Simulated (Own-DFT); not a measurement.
Simulation results for SiC (4H silicon carbide, atoms displaced)

Computed with Own-DFT development build. A calculation, not a measurement: plane-wave PBE density functional theory by an unreviewed code, no spin, of a simulated periodic cell, stress positive in tension, free energy of the whole cell less one offset for each atom, forces on such cells passed a denser k mesh, this cell's mesh not checked; offsets are fitted by least squares, one for each functional and potential file, so energies compare only between cells with the same atoms and settings and are not formation energies; the far tail of each file's local potential was reset to the Coulomb form; each entry is a single point on an unrelaxed cell, so the pressure reflects the starting lattice, mostly measured values (interpolated for alloys), from which strain is counted, and rises with the displacements; printed positions are rounded, which can move forces by about a meV/angstrom; the program, named Own-DFT, is a retired in-house code; no spin-orbit coupling.

Settings shared by all entries: functional PBE; potential files PseudoDojo norm-conserving, scalar-relativistic, standard set; wave cutoff 42 hartree; occupations Fermi-Dirac; smearing width 0.1 eV; hardware one NVIDIA H100; k mesh 4 x 4 x 3 centred on Gamma.

(1) SiC (4H silicon carbide, atoms displaced)

```cif
# cell vector a (Å): 9.2481 0.0000 0.0000
# cell vector b (Å): -4.6241 8.0091 0.0000
# cell vector c (Å): 0.0000 0.0000 10.0681
data_SiC
_symmetry_space_group_name_H-M 'P 1'
_symmetry_Int_Tables_number 1
_cell_length_a 9.2481
_cell_length_b 9.2481
_cell_length_c 10.0681
_cell_angle_alpha 90.000
_cell_angle_beta 90.000
_cell_angle_gamma 120.000
_cell_volume 745.73
loop_
_atom_site_label
_atom_site_type_symbol
_atom_site_fract_x
_atom_site_fract_y
_atom_site_fract_z
_atom_site_occupancy
Si1 Si 0.99364 0.99554 0.40537 1
Si2 Si 0.11205 0.21387 0.15329 1
C1 C 0.99843 0.00056 0.09296 1
C2 C 0.11640 0.22916 0.35001 1
Si3 Si 0.99837 0.33074 0.40803 1
Si4 Si 0.10974 0.55074 0.15586 1
C3 C 0.99537 0.34050 0.09695 1
C4 C 0.11218 0.55868 0.34381 1
Si5 Si 0.99493 0.66137 0.40767 1
Si6 Si 0.10715 0.88523 0.16012 1
C5 C 0.99972 0.66263 0.09286 1
C6 C 0.11532 0.89070 0.33676 1
Si7 Si 0.32758 0.99376 0.40954 1
Si8 Si 0.44581 0.21680 0.15672 1
C7 C 0.33975 0.00119 0.09133 1
C8 C 0.44581 0.22091 0.34830 1
Si9 Si 0.33652 0.33634 0.40934 1
Si10 Si 0.43940 0.55150 0.16102 1
C9 C 0.33517 0.33412 0.09386 1
C10 C 0.44437 0.55986 0.34135 1
Si11 Si 0.33168 0.66802 0.40738 1
Si12 Si 0.44096 0.89147 0.15656 1
C11 C 0.33799 0.66866 0.09391 1
C12 C 0.44505 0.89246 0.33970 1
Si13 Si 0.66398 0.99245 0.40677 1
Si14 Si 0.77985 0.21788 0.15744 1
C13 C 0.66335 0.00248 0.09572 1
C14 C 0.77982 0.22677 0.34931 1
Si15 Si 0.67020 0.33193 0.40241 1
Si16 Si 0.78139 0.55248 0.15889 1
C15 C 0.66988 0.33355 0.09069 1
C16 C 0.78390 0.55921 0.34764 1
Si17 Si 0.66430 0.66527 0.40704 1
Si18 Si 0.77072 0.88472 0.15857 1
C17 C 0.66921 0.66928 0.09587 1
C18 C 0.77221 0.87932 0.33803 1
Si19 Si 0.00102 0.99920 0.90373 1
Si20 Si 0.88823 0.78026 0.65912 1
C19 C 0.00097 0.00601 0.59387 1
C20 C 0.88584 0.77870 0.84216 1
Si21 Si 0.99992 0.66527 0.90567 1
Si22 Si 0.89026 0.44759 0.65250 1
C21 C 0.99059 0.66004 0.59219 1
C22 C 0.89669 0.44787 0.84365 1
Si23 Si 0.00054 0.33456 0.91003 1
Si24 Si 0.89351 0.10833 0.64953 1
C23 C 0.99518 0.33001 0.59311 1
C24 C 0.88862 0.11061 0.84109 1
Si25 Si 0.66855 0.00245 0.90534 1
Si26 Si 0.55746 0.77647 0.65910 1
C25 C 0.66598 0.99684 0.59560 1
C26 C 0.56082 0.78386 0.83950 1
Si27 Si 0.66609 0.66735 0.90622 1
Si28 Si 0.56120 0.44291 0.65150 1
C27 C 0.67089 0.66780 0.59215 1
C28 C 0.55497 0.43949 0.84135 1
Si29 Si 0.66636 0.33296 0.90796 1
Si30 Si 0.55755 0.11452 0.65530 1
C29 C 0.66855 0.33719 0.59699 1
C30 C 0.55492 0.11104 0.84504 1
Si31 Si 0.33827 0.00077 0.90603 1
Si32 Si 0.22296 0.77587 0.65400 1
C31 C 0.33078 0.99919 0.58972 1
C32 C 0.22464 0.77779 0.83575 1
Si33 Si 0.32752 0.65991 0.91113 1
Si34 Si 0.22285 0.44573 0.65377 1
C33 C 0.33483 0.66841 0.59360 1
C34 C 0.21987 0.43829 0.84655 1
Si35 Si 0.33835 0.32516 0.91324 1
Si36 Si 0.22391 0.11253 0.65710 1
C35 C 0.33810 0.33281 0.59405 1
C36 C 0.22773 0.11403 0.84584 1
```

| Quantity | Value |
| --- | --- |
| free energy of cell above offsets | -10.299 eV |
| pressure | 3.9 GPa |
| stress xx | -2.77 GPa |
| stress yy | -3.15 GPa |
| stress zz | -5.78 GPa |
| stress yz | -0.89 GPa |
| stress xz | -0.03 GPa |
| stress xy | 0.16 GPa |
| wall time | 369.5 s |

Force:
```tsv
element	x (eV/Å)	y (eV/Å)	z (eV/Å)
Si	1.006	0.882	-0.441
Si	-1.113	1.985	1.203
C	0.062	-1.16	-0.034
C	-0.23	-1.67	-1.315
Si	0.237	1.052	-0.271
Si	0.102	1.779	0.559
C	2.099	-2.3	-0.606
C	-0.032	-0.726	0.351
Si	1.118	1.334	-0.376
Si	0.59	0.271	-2.388
C	0.089	0.785	0.111
C	-1.196	-0.725	2.742
Si	0.596	1.225	-1.369
Si	-0.109	1.101	0.448
C	-1.849	-0.552	0.148
C	-0.163	0.007	-0.714
Si	0.227	-0.225	-0.53
Si	0.948	0.89	-1.483
C	0.341	-0.836	0.975
C	0.201	-0.717	1.579
Si	0.15	0.269	-0.575
Si	1.128	-0.611	-0.279
C	-0.88	-0.439	0.54
C	-0.059	-0.671	1.327
Si	-0.401	1.067	-0.029
Si	-1.154	0.932	0.452
C	0.837	-0.785	-0.408
C	0.873	-1.841	-1.17
Si	-1.124	0.545	1.336
Si	-0.863	0.446	-0.508
C	-0.258	-0.412	1.348
C	-1.454	-1.182	-0.891
Si	0.438	-0.434	-0.338
Si	0.37	0.716	-1.631
C	-0.178	-1.282	-0.275
C	0.027	1.345	1.886
Si	-0.365	0.398	0.249
Si	0.374	-0.156	-0.834
C	1.633	-1.725	-0.621
C	0.918	-0.25	0.746
Si	0.093	0.572	-0.429
Si	0.223	-1.218	1.408
C	1.006	2.065	0.127
C	-1.155	-0.613	-0.265
Si	0.114	-0.461	-0.839
Si	-2.305	0.988	1.762
C	0.73	0.69	-0.065
C	0.356	0.337	0.412
Si	0.077	-0.145	-0.014
Si	-0.221	0.046	-0.872
C	0.067	0.231	-0.733
C	-0.599	-1.294	1.848
Si	-0.245	-0.426	0.049
Si	-1.316	0.639	1.244
C	-0.738	-0.126	0.223
C	0.005	0.932	0.479
Si	0.844	0.426	-0.999
Si	0.063	-0.523	0.149
C	0.933	-1.042	-1.453
C	0.519	0.361	-0.46
Si	-0.505	-0.738	-0.498
Si	-0.758	0.054	-0.38
C	0.253	-0.186	1.321
C	-0.325	-0.042	2.151
Si	0.815	0.762	-1.731
Si	0.092	-0.634	0.891
C	0.289	-0.305	-0.21
C	0.753	0.314	-0.011
Si	-1.275	1.766	-1.737
Si	0.145	0.114	-0.1
C	-0.619	0.523	0.081
C	-0.254	-1.4	-0.265
```

(2) SiC (4H silicon carbide, atoms displaced)

```cif
# cell vector a (Å): 9.2481 0.0000 0.0000
# cell vector b (Å): -4.6241 8.0091 0.0000
# cell vector c (Å): 0.0000 0.0000 10.0681
data_SiC
_symmetry_space_group_name_H-M 'P 1'
_symmetry_Int_Tables_number 1
_cell_length_a 9.2481
_cell_length_b 9.2481
_cell_length_c 10.0681
_cell_angle_alpha 90.000
_cell_angle_beta 90.000
_cell_angle_gamma 120.000
_cell_volume 745.73
loop_
_atom_site_label
_atom_site_type_symbol
_atom_site_fract_x
_atom_site_fract_y
_atom_site_fract_z
_atom_site_occupancy
Si1 Si 0.00146 0.99767 0.40257 1
Si2 Si 0.10987 0.22004 0.15794 1
C1 C 0.00279 0.00180 0.09935 1
C2 C 0.11218 0.21906 0.33840 1
Si3 Si 0.00312 0.33296 0.40545 1
Si4 Si 0.10474 0.55403 0.15534 1
C3 C 0.00227 0.33674 0.09665 1
C4 C 0.10746 0.55182 0.34357 1
Si5 Si 0.00155 0.67100 0.40733 1
Si6 Si 0.10455 0.88265 0.15175 1
C5 C 0.00819 0.67340 0.09285 1
C6 C 0.11468 0.88376 0.33905 1
Si7 Si 0.33478 0.00315 0.40757 1
Si8 Si 0.44403 0.22598 0.15836 1
C7 C 0.33549 0.00223 0.09169 1
C8 C 0.44512 0.22125 0.34869 1
Si9 Si 0.33457 0.33601 0.40633 1
Si10 Si 0.43964 0.54899 0.15059 1
C9 C 0.33961 0.34229 0.09631 1
C10 C 0.44739 0.54699 0.33983 1
Si11 Si 0.33277 0.67321 0.40257 1
Si12 Si 0.44340 0.89224 0.15480 1
C11 C 0.33717 0.66273 0.09486 1
C12 C 0.44843 0.89006 0.34320 1
Si13 Si 0.66911 0.99652 0.40320 1
Si14 Si 0.77477 0.21682 0.15707 1
C13 C 0.66652 0.99816 0.08940 1
C14 C 0.78137 0.22634 0.34018 1
Si15 Si 0.67240 0.33524 0.40059 1
Si16 Si 0.77285 0.54789 0.15517 1
C15 C 0.66830 0.34063 0.09892 1
C16 C 0.77729 0.55945 0.34048 1
Si17 Si 0.66466 0.66581 0.40703 1
Si18 Si 0.78379 0.88573 0.15584 1
C17 C 0.67315 0.66709 0.09176 1
C18 C 0.78359 0.89529 0.34420 1
Si19 Si 0.00133 0.00062 0.90665 1
Si20 Si 0.88989 0.77546 0.65874 1
C19 C 0.00938 0.00488 0.58953 1
C20 C 0.88444 0.77355 0.84495 1
Si21 Si 0.99318 0.66720 0.91236 1
Si22 Si 0.89315 0.44735 0.65511 1
C21 C 0.00443 0.66940 0.59214 1
C22 C 0.89577 0.44202 0.83841 1
Si23 Si 0.00216 0.33403 0.89954 1
Si24 Si 0.88781 0.10853 0.65374 1
C23 C 0.99919 0.33657 0.59367 1
C24 C 0.88176 0.10973 0.84211 1
Si25 Si 0.66190 0.00052 0.90165 1
Si26 Si 0.55307 0.77350 0.64994 1
C25 C 0.66811 0.99928 0.59040 1
C26 C 0.55472 0.77973 0.84490 1
Si27 Si 0.66283 0.66431 0.90382 1
Si28 Si 0.55600 0.44044 0.65478 1
C27 C 0.66917 0.67332 0.59465 1
C28 C 0.55622 0.44418 0.83961 1
Si29 Si 0.66976 0.33908 0.90780 1
Si30 Si 0.55832 0.11257 0.65477 1
C29 C 0.67303 0.33577 0.59715 1
C30 C 0.55721 0.11194 0.84161 1
Si31 Si 0.33237 0.00201 0.90547 1
Si32 Si 0.22417 0.77191 0.65361 1
C31 C 0.32988 0.99828 0.59787 1
C32 C 0.21742 0.77171 0.84726 1
Si33 Si 0.33366 0.66602 0.90824 1
Si34 Si 0.22111 0.44474 0.65696 1
C33 C 0.33292 0.66925 0.59664 1
C34 C 0.22776 0.45033 0.84509 1
Si35 Si 0.33851 0.33650 0.90737 1
Si36 Si 0.21418 0.10466 0.66065 1
C35 C 0.34122 0.33413 0.59046 1
C36 C 0.21940 0.11783 0.84918 1
```

| Item | Value |
| --- | --- |
| free energy of cell above offsets | -10.204 eV |
| pressure | 3.89 GPa |
| stress xx | -3.2 GPa |
| stress yy | -4.25 GPa |
| stress zz | -4.23 GPa |
| stress yz | -0.61 GPa |
| stress xz | -0.54 GPa |
| stress xy | 0.18 GPa |
| wall time | 373.5 s |

Force:
```tsv
element	x (eV/Å)	y (eV/Å)	z (eV/Å)
Si	0.825	0.336	0.107
Si	0.076	1.254	-0.899
C	-0.009	-0.288	-1.621
C	-0.009	0.389	1.786
Si	-0.196	-0.184	-0.21
Si	1.759	0.407	0.269
C	-0.384	-1.152	-1.317
C	0.074	0.946	0.12
Si	0.08	-1.164	-0.645
Si	1.412	1.953	1.033
C	-1.491	-2.191	0.19
C	-0.697	0.982	0.469
Si	0.255	-0.661	0.183
Si	0.254	-0.506	0.212
C	-0.803	0.234	0.285
C	0.075	0.439	-0.84
Si	0.311	-1.047	-0.14
Si	1.21	2.7	1.658
C	-0.342	-3.084	-1.279
C	-1.508	1.938	0.399
Si	0.884	-1.736	0.208
Si	1.002	-0.874	-0.21
C	-1.674	0.802	0.033
C	-0.583	0.502	-0.062
Si	-0.636	1.325	0.235
Si	0.379	0.773	-0.916
C	0.119	-0.03	0.614
C	0.297	-1.043	0.882
Si	-0.692	0.196	1.309
Si	0.456	2.945	0.617
C	0.517	-2.56	-1.487
C	0.65	-0.191	0.85
Si	0.308	0.333	-0.503
Si	-1.64	0.333	-0.116
C	-0.855	-0.587	-0.157
C	0.035	-1.573	-0.34
Si	-1.375	-0.164	0.392
Si	0.028	0.756	-0.716
C	-1.827	-1.334	0.449
C	0.154	0.855	0.036
Si	1.812	-0.646	-1.843
Si	-0.39	0.101	-0.219
C	-0.518	-0.361	0.257
C	-1.866	1.048	1.531
Si	0.398	-0.288	1.534
Si	0.174	0.415	0.002
C	1.004	-0.832	-0.352
C	1.488	-0.002	0.004
Si	0.627	-0.281	0.718
Si	-0.228	1.215	1.649
C	-0.256	-0.218	-0.037
C	0.12	-0.54	-0.869
Si	-0.165	0.619	0.305
Si	0.221	0.915	-0.406
C	0.81	-1.491	-0.402
C	0.106	0.028	0.849
Si	0.728	-0.869	-0.588
Si	-0.272	-0.205	-0.088
C	-0.325	-0.13	-1.385
C	-1.058	0.599	0.479
Si	0.397	-0.561	-0.388
Si	-1.357	1.448	1.583
C	0.621	0.004	-0.414
C	-0.312	0.991	-0.427
Si	-0.264	0.66	0.044
Si	0.952	-0.081	-0.291
C	0.914	-1.106	-1.702
C	0.133	-1.218	-0.333
Si	-0.763	0.381	0.023
Si	1.733	1.797	-0.434
C	-1.776	-0.527	0.961
C	0.874	-0.894	-0.639
```
